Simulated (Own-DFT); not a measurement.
# Computed records: AlN (wurtzite, strained, atoms displaced)

Computed with Own-DFT development build. A calculation, not a measurement: plane-wave PBE density functional theory by an unreviewed code, no spin, of a simulated periodic cell, stress positive in tension, free energy of the whole cell less one offset for each atom, forces on such cells passed a denser k mesh, this cell's mesh not checked; offsets are fitted by least squares, one for each functional and potential file, so energies compare only between cells with the same atoms and settings and are not formation energies; the far tail of each file's local potential was reset to the Coulomb form; each entry is a single point on an unrelaxed cell, so the pressure reflects the starting lattice, mostly measured values (interpolated for alloys), from which strain is counted, and rises with the displacements; printed positions are rounded, which can move forces by about a meV/angstrom; the program, named Own-DFT, is a retired in-house code; no spin-orbit coupling.

Settings shared by all entries: functional PBE; potential files PseudoDojo norm-conserving, scalar-relativistic, standard set; wave cutoff 42 hartree; occupations Fermi-Dirac; smearing width 0.1 eV; hardware one NVIDIA H100; k mesh 2 x 2 x 2 centred on Gamma.

(1) AlN (wurtzite, strained, atoms displaced)

```
AlN
1.0
     12.5105     0.1904     0.0734
     -6.0903    10.4945    -0.0575
      0.0587    -0.0192     9.8906
Al N Al N Al N Al N Al N Al N Al N Al N Al N Al N Al N Al N Al N Al N Al N Al N Al N Al N Al N Al N Al N Al N Al N Al N Al N Al N Al N Al N Al N Al N Al N Al N
2 2 2 2 2 2 2 2 2 2 2 2 2 2 2 2 2 2 2 2 2 2 2 2 2 2 2 2 2 2 2 2 2 2 2 2 2 2 2 2 2 2 2 2 2 2 2 2 2 2 2 2 2 2 2 2 2 2 2 2 2 2 2 2
Direct
  0.08191 0.17428 0.00624
  0.17262 0.09152 0.25599
  0.08098 0.16707 0.18324
  0.17609 0.08322 0.44087
  0.08890 0.16925 0.50245
  0.17059 0.08467 0.75138
  0.07706 0.16599 0.69212
  0.15888 0.07785 0.93923
  0.08232 0.42110 0.99754
  0.16212 0.32577 0.24853
  0.07932 0.41226 0.18988
  0.16712 0.33334 0.43035
  0.08549 0.41146 0.50186
  0.16344 0.33469 0.74115
  0.08573 0.41841 0.69179
  0.16315 0.32675 0.93471
  0.08391 0.66245 0.00862
  0.16412 0.58090 0.24552
  0.08122 0.66668 0.19430
  0.16766 0.58396 0.44283
  0.08158 0.67218 0.49936
  0.16650 0.58571 0.74606
  0.08731 0.67203 0.68396
  0.16657 0.58542 0.93989
  0.08469 0.91025 0.00203
  0.17507 0.84137 0.24317
  0.08582 0.91448 0.18825
  0.17790 0.83486 0.44436
  0.08507 0.92427 0.50205
  0.16172 0.83216 0.75353
  0.08842 0.91455 0.70082
  0.17653 0.83455 0.94058
  0.33694 0.16204 0.99761
  0.41649 0.08116 0.24876
  0.33626 0.17348 0.20050
  0.41157 0.08154 0.43336
  0.33039 0.16049 0.49367
  0.40699 0.07339 0.75297
  0.32607 0.16135 0.69596
  0.41506 0.09085 0.93947
  0.33067 0.41756 0.00323
  0.41772 0.33813 0.24604
  0.34381 0.42289 0.18610
  0.41339 0.33279 0.43949
  0.33971 0.42275 0.50725
  0.41694 0.33428 0.74642
  0.33968 0.42050 0.69283
  0.41496 0.33270 0.92945
  0.32538 0.66587 0.00115
  0.41148 0.58283 0.24571
  0.33742 0.66744 0.18651
  0.41978 0.58437 0.43697
  0.33273 0.66859 0.50239
  0.42113 0.57957 0.74606
  0.33932 0.67278 0.69227
  0.41726 0.59190 0.93696
  0.33945 0.91339 0.99956
  0.41173 0.83080 0.24707
  0.33772 0.91286 0.19158
  0.41184 0.82202 0.44107
  0.33712 0.91918 0.50450
  0.41363 0.83092 0.75141
  0.33049 0.90927 0.69170
  0.42198 0.84009 0.94169
  0.58012 0.15543 0.99646
  0.67311 0.08476 0.24722
  0.57648 0.15589 0.18936
  0.66740 0.08462 0.44112
  0.58418 0.16697 0.50192
  0.66782 0.08113 0.75346
  0.57599 0.15692 0.69077
  0.67009 0.09494 0.94468
  0.58835 0.42226 0.99863
  0.67236 0.33398 0.24936
  0.58332 0.41418 0.19910
  0.66843 0.33182 0.43812
  0.57789 0.41673 0.49014
  0.66259 0.32915 0.75108
  0.58088 0.40497 0.69082
  0.65702 0.32233 0.93445
  0.57648 0.66056 0.99898
  0.66933 0.58569 0.25319
  0.57910 0.66167 0.18399
  0.65890 0.57694 0.43612
  0.57945 0.66589 0.49330
  0.66015 0.58222 0.74002
  0.58422 0.67197 0.69244
  0.66124 0.57974 0.93899
  0.58794 0.91578 0.00780
  0.66367 0.82651 0.25257
  0.58776 0.92480 0.18850
  0.66940 0.83648 0.44100
  0.58159 0.92020 0.49513
  0.67018 0.82819 0.74519
  0.58137 0.91370 0.69805
  0.66750 0.83349 0.93834
  0.83703 0.16551 0.99782
  0.91290 0.07730 0.25013
  0.83053 0.16389 0.18181
  0.92504 0.07823 0.44896
  0.82887 0.16573 0.50141
  0.92274 0.08871 0.75562
  0.82945 0.16799 0.69409
  0.91303 0.07817 0.94248
  0.83280 0.41763 0.00405
  0.92279 0.34133 0.24767
  0.83403 0.42035 0.17973
  0.91998 0.33568 0.44765
  0.83263 0.41628 0.49897
  0.91541 0.33019 0.75711
  0.83784 0.41665 0.69314
  0.91928 0.32615 0.94702
  0.83115 0.66697 0.00163
  0.91791 0.58593 0.25217
  0.83504 0.67467 0.18339
  0.91477 0.59429 0.43850
  0.83560 0.66559 0.50036
  0.92079 0.58862 0.74400
  0.83718 0.67041 0.69042
  0.91480 0.58010 0.95074
  0.84425 0.92208 0.00451
  0.92414 0.83853 0.23413
  0.82841 0.92048 0.18559
  0.92244 0.84146 0.43547
  0.83147 0.90785 0.50122
  0.92417 0.83428 0.75628
  0.83183 0.91203 0.68814
  0.91772 0.83648 0.94726
```

- free energy of cell above offsets: -51.060 eV
- pressure: 10.28 GPa
- stress xx: -6.37 GPa
- stress yy: -14.05 GPa
- stress zz: -10.43 GPa
- stress yz: -0.51 GPa
- stress xz: 2.02 GPa
- stress xy: 5.74 GPa
- wall time: 385 s

Force:
| element | x (eV/Å) | y (eV/Å) | z (eV/Å) |
| --- | --- | --- | --- |
| Al | 0.877 | -2.742 | -2.616 |
| Al | -0.177 | -1.017 | -1.795 |
| N | 0.322 | -1.222 | 2.792 |
| N | -2.617 | 0.477 | 0.056 |
| Al | -0.511 | -0.783 | -0.303 |
| Al | -1.652 | -0.193 | 1.007 |
| N | 2.113 | 0.504 | -0.77 |
| N | 0.849 | 0.812 | 1.096 |
| Al | 0.962 | -1.679 | -0.128 |
| Al | 0.545 | 2.009 | -0.844 |
| N | 1.104 | 1.03 | -0.536 |
| N | 1.302 | 0.003 | 2.221 |
| Al | -1.274 | 1.335 | -0.465 |
| Al | 1.837 | -0.201 | 1.817 |
| N | -1.036 | -0.17 | -0.201 |
| N | -0.211 | 2.949 | 0.236 |
| Al | -1.484 | 0.952 | -1.223 |
| Al | 0.821 | 0.589 | 1.547 |
| N | 0.544 | 0.133 | 0.213 |
| N | -0.217 | -0.571 | -0.459 |
| Al | 1.072 | -0.524 | -0.972 |
| Al | 0.887 | 0.728 | -0.174 |
| N | -0.837 | -1.321 | 1.301 |
| N | 0.012 | -0.31 | -0.26 |
| Al | -0.259 | 1.325 | -1.006 |
| Al | 0.132 | -1.202 | 1.925 |
| N | 0.098 | 1.53 | 0.476 |
| N | -2.162 | 0.91 | -1.194 |
| Al | 0.99 | -2.323 | 0.171 |
| Al | 2.987 | -0.111 | 0.013 |
| N | -2.462 | 1.01 | -1.92 |
| N | -0.864 | -1.091 | 0.9 |
| Al | -4.496 | 2.347 | 1.128 |
| Al | 0.083 | 0.655 | -0.294 |
| N | -0.014 | -1.761 | -1.81 |
| N | 2.121 | 0.04 | 1.389 |
| Al | 0.871 | 1.924 | 1.641 |
| Al | 0.734 | 1.419 | -0.562 |
| N | 1.167 | 0.757 | -1.874 |
| N | 3.608 | -3.377 | -0.15 |
| Al | 0.582 | -0.184 | -2.29 |
| Al | 1.185 | 0.112 | 1.005 |
| N | -2.625 | -1.54 | 0.332 |
| N | 0.186 | -0.075 | 0.299 |
| Al | -0.598 | -0.921 | -1.79 |
| Al | 0.903 | -1.322 | 0.102 |
| N | -1.646 | -1.573 | -0.923 |
| N | 0.136 | 0.526 | 2.599 |
| Al | 1.823 | 1.116 | -1.194 |
| Al | 1.796 | 0.584 | 0.712 |
| N | -2.27 | -0.698 | 0.163 |
| N | -0.928 | 0.023 | 0.3 |
| Al | -0.031 | -2.012 | 0.414 |
| Al | -1.523 | 2.666 | 1.34 |
| N | -0.548 | -2.92 | -0.292 |
| N | -0.166 | -1.7 | 0.264 |
| Al | -1.832 | 1.718 | 0.195 |
| Al | 2.647 | 0.378 | 1.166 |
| N | -2.099 | 0.958 | -1.146 |
| N | 0.404 | 3.758 | -1.087 |
| Al | 0.164 | -0.873 | -0.539 |
| Al | 1.586 | 1.432 | 0.546 |
| N | -1.035 | 0.441 | 0.26 |
| N | 1.176 | -1.408 | 0.106 |
| Al | -3.083 | 2.29 | 1.293 |
| Al | -1.207 | 0.566 | 0.235 |
| N | 0.596 | 1.676 | 0.17 |
| N | 0.393 | 0.356 | -0.614 |
| Al | -1.04 | -0.487 | -0.199 |
| Al | -0.747 | -0.26 | 0.194 |
| N | -0.181 | 0.462 | -0.03 |
| N | 3.575 | -2.917 | -1.207 |
| Al | -0.736 | -2.941 | 0.327 |
| Al | -0.933 | -1.348 | -0.722 |
| N | 0.423 | 0.668 | -1.26 |
| N | 0.102 | 0.745 | 0.313 |
| Al | 0.903 | -2.031 | 1.169 |
| Al | 1.472 | -0.688 | -0.411 |
| N | -1.602 | 2.332 | -1.753 |
| N | 1.063 | 1.911 | 1.832 |
| Al | 0.1 | 1.65 | -0.784 |
| Al | -0.265 | -0.149 | -1.761 |
| N | 0.051 | 0.195 | 1.718 |
| N | 1.198 | 2.398 | 1.323 |
| Al | 0.24 | 0.676 | 0.81 |
| Al | 1.81 | -0.61 | 1.195 |
| N | 0.151 | -2.975 | -2.138 |
| N | 1.112 | 1.636 | -0.975 |
| Al | -0.287 | 0.54 | -2.278 |
| Al | -0.404 | 1.221 | -1.254 |
| N | -0.104 | -2.86 | 1.828 |
| N | -0.094 | -0.657 | -0.153 |
| Al | 0.112 | -1.402 | 1.456 |
| Al | -1.154 | 2.926 | 1.747 |
| N | 0.19 | -0.036 | -1.531 |
| N | 1.198 | -0.234 | 0.478 |
| Al | -1.585 | -1.146 | 0.128 |
| Al | -0.126 | 1.839 | 1.022 |
| N | 1.025 | 1.25 | 2.341 |
| N | -1.768 | 1.015 | -1.374 |
| Al | 1.511 | -0.379 | 0.309 |
| Al | -1.745 | -1.944 | -0.962 |
| N | 1.099 | -0.605 | -0.235 |
| N | 1.159 | 2.006 | -0.503 |
| Al | -0.453 | -2.084 | -3.143 |
| Al | -1.071 | -2.121 | 0.399 |
| N | 0.364 | -0.211 | 3.849 |
| N | 0.003 | -0.087 | -1.598 |
| Al | -0.183 | 0.393 | 0.783 |
| Al | 0.081 | 0.783 | -0.5 |
| N | -1.098 | 0.209 | -0.26 |
| N | -0.786 | 2.545 | -0.847 |
| Al | -0.597 | -0.474 | -1.405 |
| Al | -0.831 | 0.565 | -1.129 |
| N | 0.055 | -1.758 | 1.895 |
| N | 3.169 | -2.68 | -0.351 |
| Al | -3.185 | 2.176 | 0.29 |
| Al | 0.35 | -1.125 | 1.317 |
| N | -0.886 | -0.829 | -0.015 |
| N | 0.686 | 1.65 | -1.849 |
| Al | -3.07 | -1.625 | -1.071 |
| Al | -1.377 | 0.389 | 2.029 |
| N | 1.256 | -1.751 | 1.302 |
| N | 1.119 | -1.656 | -0.423 |
| Al | -0.509 | 1.498 | 0.12 |
| Al | -1.552 | 0.678 | -0.412 |
| N | 1.078 | 0.661 | 0.991 |
| N | 1.963 | -1.156 | -0.629 |

(2) AlN (wurtzite, strained, atoms displaced)

```
AlN
1.0
     12.3443     0.1489     0.2099
     -6.0433    10.8501    -0.0849
      0.1680     0.0185    10.0466
Al N Al N Al N Al N Al N Al N Al N Al N Al N Al N Al N Al N Al N Al N Al N Al N Al N Al N Al N Al N Al N Al N Al N Al N Al N Al N Al N Al N Al N Al N Al N Al N
2 2 2 2 2 2 2 2 2 2 2 2 2 2 2 2 2 2 2 2 2 2 2 2 2 2 2 2 2 2 2 2 2 2 2 2 2 2 2 2 2 2 2 2 2 2 2 2 2 2 2 2 2 2 2 2 2 2 2 2 2 2 2 2
Direct
  0.08265 0.16018 0.99389
  0.16846 0.08421 0.25544
  0.08356 0.16513 0.19166
  0.16718 0.08305 0.44072
  0.08199 0.16796 0.49332
  0.17055 0.08142 0.75440
  0.08410 0.16614 0.69492
  0.16277 0.08530 0.93982
  0.09317 0.42437 0.99728
  0.16015 0.32945 0.24754
  0.08353 0.41571 0.19120
  0.16738 0.33023 0.43650
  0.08439 0.41853 0.50234
  0.16079 0.33247 0.75029
  0.08730 0.40944 0.68570
  0.16683 0.33048 0.93751
  0.08127 0.66963 0.99765
  0.16481 0.58121 0.24439
  0.08315 0.66515 0.19281
  0.15924 0.57929 0.43603
  0.08783 0.66945 0.50137
  0.16869 0.58434 0.75096
  0.08354 0.67080 0.68975
  0.16437 0.58628 0.94368
  0.08230 0.91551 0.00726
  0.16161 0.82784 0.25696
  0.08403 0.92074 0.18762
  0.16487 0.83622 0.43894
  0.08872 0.91948 0.50037
  0.17172 0.84276 0.74382
  0.08338 0.91096 0.69471
  0.16880 0.83633 0.94034
  0.33882 0.16823 0.99322
  0.41485 0.08155 0.25164
  0.32931 0.16604 0.18919
  0.41558 0.08317 0.44472
  0.33923 0.16862 0.50602
  0.42192 0.08821 0.75626
  0.33358 0.16889 0.68858
  0.41140 0.07716 0.93869
  0.33185 0.41011 0.00588
  0.40812 0.32889 0.25528
  0.33922 0.42098 0.19486
  0.41624 0.33002 0.44091
  0.32646 0.41009 0.50935
  0.41952 0.33213 0.75599
  0.33890 0.41717 0.69443
  0.41179 0.33148 0.94297
  0.33261 0.66695 0.99350
  0.42081 0.58313 0.24922
  0.33756 0.66766 0.18572
  0.42152 0.58283 0.43670
  0.32288 0.65752 0.49759
  0.42298 0.58064 0.75309
  0.32640 0.65481 0.69422
  0.41206 0.58869 0.93858
  0.33507 0.92041 0.99359
  0.40895 0.82341 0.24946
  0.33110 0.91646 0.19061
  0.41501 0.83157 0.44981
  0.33353 0.91480 0.50585
  0.41427 0.83090 0.74172
  0.33599 0.91841 0.69080
  0.41339 0.83767 0.94432
  0.58125 0.16500 0.00434
  0.67455 0.08253 0.24967
  0.58384 0.15921 0.19281
  0.65852 0.08274 0.43766
  0.57961 0.16837 0.50111
  0.66639 0.08071 0.74915
  0.58988 0.17119 0.69009
  0.67354 0.08608 0.94433
  0.58698 0.41612 0.00947
  0.66823 0.33435 0.24493
  0.58719 0.41837 0.18168
  0.66034 0.33854 0.43547
  0.58707 0.42165 0.50080
  0.66922 0.34134 0.76368
  0.58691 0.41895 0.69098
  0.66236 0.32641 0.94183
  0.57843 0.66197 0.00807
  0.67005 0.58189 0.24908
  0.58915 0.67239 0.19389
  0.66682 0.58189 0.44536
  0.58647 0.67166 0.50837
  0.66123 0.58189 0.75158
  0.57192 0.65884 0.68122
  0.66534 0.59090 0.93394
  0.58418 0.92037 0.98936
  0.66473 0.83551 0.25599
  0.59145 0.92069 0.19119
  0.66773 0.82599 0.44513
  0.58192 0.91567 0.50113
  0.66819 0.83363 0.74860
  0.58488 0.92146 0.68939
  0.66906 0.84381 0.94145
  0.83251 0.16823 0.00281
  0.92129 0.08888 0.24589
  0.82854 0.16702 0.19139
  0.91804 0.08548 0.44949
  0.83767 0.16692 0.49462
  0.91164 0.08063 0.75090
  0.83379 0.16920 0.68138
  0.91266 0.08661 0.94363
  0.83579 0.41866 0.99958
  0.91335 0.33178 0.25803
  0.83124 0.41270 0.18866
  0.91483 0.33371 0.44258
  0.83283 0.41502 0.49740
  0.91481 0.33922 0.75534
  0.83396 0.41508 0.69099
  0.92158 0.33107 0.93946
  0.83644 0.66718 0.00075
  0.92576 0.59044 0.25429
  0.82745 0.65834 0.18698
  0.91388 0.58269 0.44682
  0.83043 0.65846 0.49421
  0.91677 0.58571 0.75419
  0.83610 0.66952 0.69344
  0.91994 0.58503 0.93813
  0.83603 0.91561 0.00574
  0.92270 0.84067 0.24798
  0.83626 0.92109 0.18711
  0.91843 0.82626 0.43571
  0.83007 0.91223 0.50257
  0.91931 0.83116 0.74623
  0.83380 0.91884 0.68541
  0.90966 0.82658 0.94647
```

* free energy of cell above offsets: -54.109 eV
* pressure: 3.06 GPa
* stress xx: -7.22 GPa
* stress yy: 0.69 GPa
* stress zz: -2.66 GPa
* stress yz: 0.43 GPa
* stress xz: 4.8 GPa
* stress xy: 5.3 GPa
* wall time: 377.3 s

Force:
| element | x (eV/Å) | y (eV/Å) | z (eV/Å) |
| --- | --- | --- | --- |
| Al | -2.91 | 2.058 | 0.963 |
| Al | -0.177 | -0.335 | -0.716 |
| N | 0.239 | 0.541 | -0.551 |
| N | 0.578 | 0.016 | 0.516 |
| Al | 0.473 | -0.313 | 1.92 |
| Al | -1.506 | 0.252 | -0.884 |
| N | 0.007 | -0.385 | -0.68 |
| N | 3.359 | -1.91 | -0.177 |
| Al | -1.011 | -1.693 | 0.54 |
| Al | 1.411 | 0.596 | 0.187 |
| N | -0.701 | 0.258 | -0.385 |
| N | -0.618 | 0.547 | 0.253 |
| Al | -0.237 | -0.997 | -0.707 |
| Al | 2.94 | -1.38 | 0.649 |
| N | -3.01 | 2.465 | 0.345 |
| N | 0.355 | 0.374 | 0.96 |
| Al | 0.311 | 0.717 | 0.31 |
| Al | 1.042 | -0.19 | 0.254 |
| N | 0.125 | 0.901 | -0.745 |
| N | 1.022 | 0.222 | -0.062 |
| Al | -1.79 | -0.034 | 0.305 |
| Al | -1.262 | -0.923 | 0.152 |
| N | 0.853 | -0.141 | 0.283 |
| N | 0.728 | -0.165 | -0.611 |
| Al | -0.358 | 0.396 | -1.734 |
| Al | 0.54 | 1.48 | -1.686 |
| N | 0.806 | -0.389 | 1.32 |
| N | 1.952 | -1.103 | 0.857 |
| Al | -2.041 | 0.017 | 0.386 |
| Al | 1.126 | -2.375 | 1.806 |
| N | -1.157 | 2.244 | -1.263 |
| N | -0.192 | -0.344 | -0.386 |
| Al | -2.122 | -0.398 | 1.575 |
| Al | 0.32 | -0.208 | 0.223 |
| N | 0.986 | 0.305 | -0.386 |
| N | 0.431 | -0.873 | -0.431 |
| Al | -1.394 | 0.053 | -1.004 |
| Al | 0.34 | -0.297 | -1.951 |
| N | 0.875 | -0.295 | 1.665 |
| N | 1.12 | 1.817 | 0.154 |
| Al | -1.699 | 1.464 | -0.345 |
| Al | 1.477 | 0.276 | -0.306 |
| N | -1.244 | -0.851 | -0.898 |
| N | 0.024 | 0.457 | 0.509 |
| Al | 1.084 | 1.145 | -1.173 |
| Al | -0.501 | 0.334 | -0.927 |
| N | -0.85 | -0.546 | 0.174 |
| N | 2.461 | -0.083 | -0.269 |
| Al | -1.446 | 1.625 | 0.969 |
| Al | -0.15 | 0.355 | 0.589 |
| N | -0.846 | -1.175 | 0.225 |
| N | -1.008 | -0.403 | 0.88 |
| Al | 1.599 | 0.617 | 0.391 |
| Al | -2.698 | -1.032 | 0.036 |
| N | 0.902 | 1.941 | -0.907 |
| N | 2.909 | -1.953 | 0.418 |
| Al | -1.383 | -1.189 | 1.958 |
| Al | 0.834 | 2.587 | 0.139 |
| N | -0.136 | -0.412 | 0.151 |
| N | 0.274 | -1.32 | -1.016 |
| Al | -0.631 | 1.074 | -1.107 |
| Al | 0.558 | -0.6 | 1.068 |
| N | -0.356 | 0.724 | 0.224 |
| N | 1.966 | -1.116 | -1.723 |
| Al | 0.608 | -0.755 | 0.092 |
| Al | -2.599 | -1.21 | 0.672 |
| N | -1.157 | 1.359 | -0.419 |
| N | 2.06 | -0.247 | 0.413 |
| Al | 0.297 | 0.648 | -0.181 |
| Al | 0.476 | 1.651 | 0.04 |
| N | -1.175 | 0.174 | 0.815 |
| N | -1.569 | -0.078 | -1.167 |
| Al | -1.387 | 0.668 | -3.109 |
| Al | -0.463 | -1.037 | 0.671 |
| N | -0.905 | -0.265 | 3.079 |
| N | 2.672 | -1.292 | -0.056 |
| Al | -1.714 | -0.436 | 0.406 |
| Al | 0.644 | -1.343 | -2.766 |
| N | -0.446 | -0.188 | 0.573 |
| N | 0.488 | 1.172 | 1.239 |
| Al | -0.788 | 1.981 | -0.733 |
| Al | -1.273 | -0.23 | 0.856 |
| N | -0.033 | -0.84 | -0.139 |
| N | -0.124 | 0.481 | -0.959 |
| Al | -0.507 | -2.092 | -2.922 |
| Al | 0.803 | 0.692 | -0.954 |
| N | 2.353 | 2.272 | 2.826 |
| N | 1.326 | -1.759 | 1.334 |
| Al | -0.891 | 0.171 | 2.091 |
| Al | 1.17 | -0.168 | -0.704 |
| N | -1.667 | -0.932 | -0.236 |
| N | -0.731 | 1.957 | -0.389 |
| Al | 0.01 | 0.582 | -0.525 |
| Al | -0.358 | -0.262 | 0.574 |
| N | 0.026 | -1.438 | 0.197 |
| N | 1.753 | -2.445 | -1.013 |
| Al | -0.002 | 0.543 | 0.05 |
| Al | -0.807 | -1.175 | 0.642 |
| N | 2.415 | 1.422 | 0.182 |
| N | 0.924 | -1.614 | -2.357 |
| Al | -2.622 | 0.269 | 1.128 |
| Al | 0.354 | 1.146 | -0.223 |
| N | -0.067 | -0.007 | 1.494 |
| N | 1.939 | -1.331 | -0.403 |
| Al | 0.407 | -0.599 | 0.299 |
| Al | 0.254 | 0.152 | -1.521 |
| N | 0.638 | 1.386 | 0.216 |
| N | 1.245 | -0.216 | -0.28 |
| Al | -1.649 | 0.246 | 0.736 |
| Al | 1.793 | -2.002 | -1.027 |
| N | -1.065 | 1.494 | 0.205 |
| N | -0.593 | 1.157 | 0.453 |
| Al | -1.496 | -0.526 | -0.148 |
| Al | -2 | -2.057 | 0.046 |
| N | 1.743 | 1.799 | 0.439 |
| N | 2.708 | -0.855 | -1.35 |
| Al | -1.434 | 2.022 | 1.581 |
| Al | 0.25 | -0.246 | -1.458 |
| N | -0.959 | -0.822 | -0.664 |
| N | -0.168 | -0.78 | 0.606 |
| Al | -1.916 | 0.761 | -1.136 |
| Al | -1.073 | -1.384 | 0.183 |
| N | -0.056 | -0.027 | 1.818 |
| N | -0.299 | 0.91 | 0.639 |
| Al | 0.985 | 0.586 | -1.037 |
| Al | -1.127 | 0.127 | 0.929 |
| N | 0.508 | -0.847 | 1.113 |
| N | 1.679 | 1.248 | -1.085 |
